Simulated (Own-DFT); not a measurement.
HfO2 (monoclinic hafnia, atoms displaced) (calculated)

A calculation, not a measurement: plane-wave PBE density functional theory by an unreviewed code, no spin, of a simulated periodic cell, stress positive in tension, free energy of the whole cell less one offset for each atom, hafnium file: forces about 75 meV/angstrom off all-electron values; oxygen file: force components 24 meV/angstrom off all-electron in one glass; forces on such cells passed a denser k mesh, this cell's mesh not checked; offsets are fitted by least squares, one for each functional and potential file, so energies compare only between cells with the same atoms and settings and are not formation energies; the far tail of each file's local potential was reset to the Coulomb form; each entry is a single point on an unrelaxed cell, so the pressure reflects the starting lattice, mostly measured values, from which strain is counted, and rises with the displacements; printed positions are rounded, which can move forces by about a meV/angstrom; the program is a retired in-house code; no spin-orbit coupling; before rounding, a Quantum ESPRESSO 7.3.1 run of the same cell and cutoff gave forces within 1 meV/angstrom rms on each cell, which checks the program and not the settings. Program: Own-DFT development build.

```cif
# cell vector a (Å): 10.2340 0.0000 0.0000
# cell vector b (Å): 0.0000 10.3500 0.0000
# cell vector c (Å): -1.6955 0.0000 10.4453
data_HfO2
_symmetry_space_group_name_H-M 'P 1'
_symmetry_Int_Tables_number 1
_cell_length_a 10.2340
_cell_length_b 10.3500
_cell_length_c 10.5820
_cell_angle_alpha 90.000
_cell_angle_beta 99.220
_cell_angle_gamma 90.000
_cell_volume 1106.39
loop_
_atom_site_label
_atom_site_type_symbol
_atom_site_fract_x
_atom_site_fract_y
_atom_site_fract_z
_atom_site_occupancy
Hf1 Hf 0.13654 0.02265 0.10276 1
Hf2 Hf 0.36139 0.27106 0.14691 1
Hf3 Hf 0.35925 0.48186 0.39906 1
Hf4 Hf 0.13689 0.23230 0.35087 1
O1 O 0.03494 0.16530 0.17553 1
O2 O 0.45967 0.41490 0.07527 1
O3 O 0.46629 0.33593 0.32507 1
O4 O 0.03994 0.08141 0.42133 1
O5 O 0.22696 0.38166 0.23916 1
O6 O 0.27382 0.12875 0.00977 1
O7 O 0.27851 0.11675 0.26166 1
O8 O 0.22389 0.37222 0.48792 1
Hf5 Hf 0.13602 0.02182 0.60677 1
Hf6 Hf 0.36176 0.26657 0.64800 1
Hf7 Hf 0.36234 0.48220 0.89883 1
Hf8 Hf 0.13607 0.22888 0.85482 1
O9 O 0.03470 0.16400 0.67300 1
O10 O 0.46238 0.41649 0.57366 1
O11 O 0.46499 0.33394 0.82606 1
O12 O 0.03751 0.08219 0.92637 1
O13 O 0.21928 0.37924 0.73990 1
O14 O 0.27600 0.12379 0.50767 1
O15 O 0.27581 0.12343 0.76013 1
O16 O 0.22413 0.37017 0.98779 1
Hf9 Hf 0.13833 0.51753 0.10217 1
Hf10 Hf 0.36125 0.77204 0.14640 1
Hf11 Hf 0.36325 0.98042 0.39530 1
Hf12 Hf 0.13776 0.73065 0.35728 1
O17 O 0.03304 0.66298 0.17540 1
O18 O 0.46555 0.91414 0.07837 1
O19 O 0.46271 0.83229 0.32495 1
O20 O 0.04019 0.58244 0.42040 1
O21 O 0.22606 0.88288 0.24039 1
O22 O 0.27355 0.63293 0.00949 1
O23 O 0.27287 0.61995 0.26009 1
O24 O 0.22507 0.86991 0.49012 1
Hf13 Hf 0.13919 0.52129 0.60471 1
Hf14 Hf 0.36173 0.77149 0.64883 1
Hf15 Hf 0.36024 0.98257 0.89893 1
Hf16 Hf 0.13497 0.72831 0.85291 1
O25 O 0.03601 0.66490 0.67189 1
O26 O 0.46567 0.91553 0.57523 1
O27 O 0.46256 0.83359 0.82346 1
O28 O 0.03340 0.57983 0.92490 1
O29 O 0.22580 0.88004 0.74166 1
O30 O 0.27333 0.62814 0.51133 1
O31 O 0.27789 0.62066 0.76263 1
O32 O 0.22008 0.87344 0.98520 1
Hf17 Hf 0.63625 0.02553 0.10388 1
Hf18 Hf 0.86236 0.27157 0.14395 1
Hf19 Hf 0.86404 0.47851 0.38981 1
Hf20 Hf 0.63933 0.23228 0.35213 1
O33 O 0.53684 0.16449 0.17228 1
O34 O 0.96277 0.41701 0.07800 1
O35 O 0.96074 0.33391 0.32441 1
O36 O 0.53560 0.08280 0.42040 1
O37 O 0.72540 0.38183 0.24345 1
O38 O 0.77632 0.12948 0.01087 1
O39 O 0.77256 0.12176 0.25868 1
O40 O 0.72328 0.37082 0.48808 1
Hf21 Hf 0.63665 0.02055 0.60498 1
Hf22 Hf 0.86605 0.27002 0.64830 1
Hf23 Hf 0.86132 0.48048 0.89755 1
Hf24 Hf 0.63701 0.22922 0.85694 1
O41 O 0.53880 0.16529 0.67667 1
O42 O 0.96248 0.41646 0.57568 1
O43 O 0.96341 0.33423 0.83013 1
O44 O 0.53779 0.08427 0.92218 1
O45 O 0.72504 0.38150 0.74119 1
O46 O 0.77586 0.13138 0.50881 1
O47 O 0.77519 0.11898 0.76147 1
O48 O 0.72790 0.37231 0.98902 1
Hf25 Hf 0.63354 0.51852 0.10501 1
Hf26 Hf 0.86226 0.76928 0.14796 1
Hf27 Hf 0.86185 0.98004 0.39513 1
Hf28 Hf 0.63830 0.72934 0.35426 1
O49 O 0.53624 0.66800 0.17452 1
O50 O 0.96341 0.91173 0.07888 1
O51 O 0.96461 0.83518 0.32819 1
O52 O 0.53079 0.58602 0.42392 1
O53 O 0.72263 0.87973 0.24213 1
O54 O 0.77518 0.62868 0.01288 1
O55 O 0.77380 0.61966 0.25612 1
O56 O 0.72320 0.87213 0.48777 1
Hf29 Hf 0.63872 0.51792 0.60307 1
Hf30 Hf 0.85924 0.77070 0.64349 1
Hf31 Hf 0.86394 0.98129 0.89587 1
Hf32 Hf 0.64087 0.72958 0.85568 1
O57 O 0.53832 0.66382 0.67214 1
O58 O 0.96504 0.91410 0.57821 1
O59 O 0.96419 0.83479 0.82444 1
O60 O 0.53376 0.58296 0.92330 1
O61 O 0.72260 0.87681 0.73922 1
O62 O 0.77422 0.62874 0.50901 1
O63 O 0.77346 0.62249 0.75787 1
O64 O 0.72516 0.87122 0.98996 1
_calc_functional 'PBE'
_calc_potential_files 'PseudoDojo norm-conserving, scalar-relativistic, standard set'
_calc_wave_cutoff 72  # hartree
_calc_occupations 'Fermi-Dirac'
_calc_smearing_width 0.1  # eV
_calc_k_mesh '2 x 2 x 2 centred on Gamma'
_calc_free_energy_of_cell_above_offsets '-98.165'  # eV
_calc_pressure 4.03  # GPa
_calc_stress_xx -3.94  # GPa
_calc_stress_yy -3.88  # GPa
_calc_stress_zz -4.26  # GPa
_calc_stress_yz 0  # GPa
_calc_stress_xz -0.11  # GPa
_calc_stress_xy -0.22  # GPa
```

Force:
```
element  x (eV/Å)  y (eV/Å)  z (eV/Å)
     Hf     0.116    -1.167     0.985
     Hf     0.092     -0.33     0.432
     Hf     0.624    -0.002    -0.534
     Hf     0.365    -0.793     0.815
      O    -0.153      0.27    -0.477
      O     0.694     0.206     0.391
      O    -0.141    -0.043    -0.121
      O    -0.557     0.239      0.03
      O    -0.384    -0.731    -0.114
      O     0.327     0.218     0.115
      O    -0.346     1.302    -0.685
      O    -0.398    -0.572     0.181
     Hf     0.719    -0.928    -1.007
     Hf     0.322     0.736    -0.599
     Hf    -0.158    -0.325    -1.061
     Hf     0.353     0.643    -0.053
      O    -0.235     0.358     0.382
      O     0.012    -0.598     0.753
      O    -0.242      0.14     0.204
      O    -0.423     0.299    -0.605
      O     0.379    -0.284    -0.051
      O    -0.005     0.905     0.791
      O     -0.04    -0.137     0.245
      O    -0.327    -0.055     0.293
     Hf    -0.281     1.097     0.658
     Hf    -0.213    -0.054      0.29
     Hf    -0.141     -0.57     0.145
     Hf     0.387     0.071    -0.685
      O     0.139    -0.056    -0.269
      O     0.015     0.519    -0.478
      O     0.324    -0.043     0.318
      O    -0.879    -0.466     0.112
      O    -0.323     -0.48    -0.417
      O     0.027    -0.523     0.037
      O     0.146     0.327    -0.049
      O    -0.146     0.029     0.275
     Hf    -0.217    -0.308     -0.04
     Hf     0.656    -0.148    -0.571
     Hf     0.424    -1.076    -0.489
     Hf     0.151     0.122     0.119
      O    -0.311     0.241     0.076
      O     0.085    -0.037     0.356
      O     0.376     0.295     0.822
      O      0.45     0.637    -0.439
      O    -0.371     0.192    -0.173
      O     0.327     0.143     0.276
      O     -0.24     0.145    -0.172
      O     0.152      0.05     0.433
     Hf     0.704    -1.556     0.253
     Hf    -0.401    -0.177     0.129
     Hf    -0.593     0.787     1.257
     Hf    -0.352     -0.41      0.86
      O    -1.002     0.932    -0.196
      O     0.451    -0.144     0.246
      O     0.934    -0.567     0.093
      O     0.244     0.314     0.158
      O    -0.223    -0.405    -0.984
      O     0.195     0.108     0.024
      O      0.58     0.091     0.077
      O      0.18     0.161     0.031
     Hf     0.247    -0.183    -0.532
     Hf    -1.112     0.549    -0.663
     Hf    -0.495     0.325    -0.553
     Hf     0.601     0.431    -0.663
      O     -0.74     0.319    -0.341
      O     0.374     0.011     0.029
      O     0.496    -0.585    -0.091
      O    -0.758    -0.333     0.168
      O     0.058    -0.478    -0.096
      O     0.159     -0.21     0.348
      O     0.296     0.253     0.096
      O    -0.775    -0.265     0.395
     Hf     0.496     0.831    -0.006
     Hf    -0.269     0.036    -0.121
     Hf    -0.153     0.099     0.036
     Hf    -0.395    -0.013     0.075
      O    -0.225    -0.454    -0.512
      O     0.784     0.916     -0.32
      O     0.063    -0.209     0.114
      O     0.292     0.076    -0.157
      O     0.155     0.118    -0.337
      O     -0.13    -0.226    -0.408
      O     0.075    -0.008      0.62
      O     0.143     0.036      0.31
     Hf    -0.226     0.334    -0.155
     Hf    -0.126    -0.221     0.054
     Hf    -0.693    -0.962     0.146
     Hf    -0.468     0.084    -0.416
      O    -0.751     0.441     0.189
      O     0.149     0.391    -0.177
      O     0.052    -0.005     0.219
      O     0.174     0.086     0.171
      O     0.102      0.25     -0.07
      O      0.27     0.005    -0.158
      O     0.538    -0.162     0.621
      O    -0.056     0.129    -0.207
```
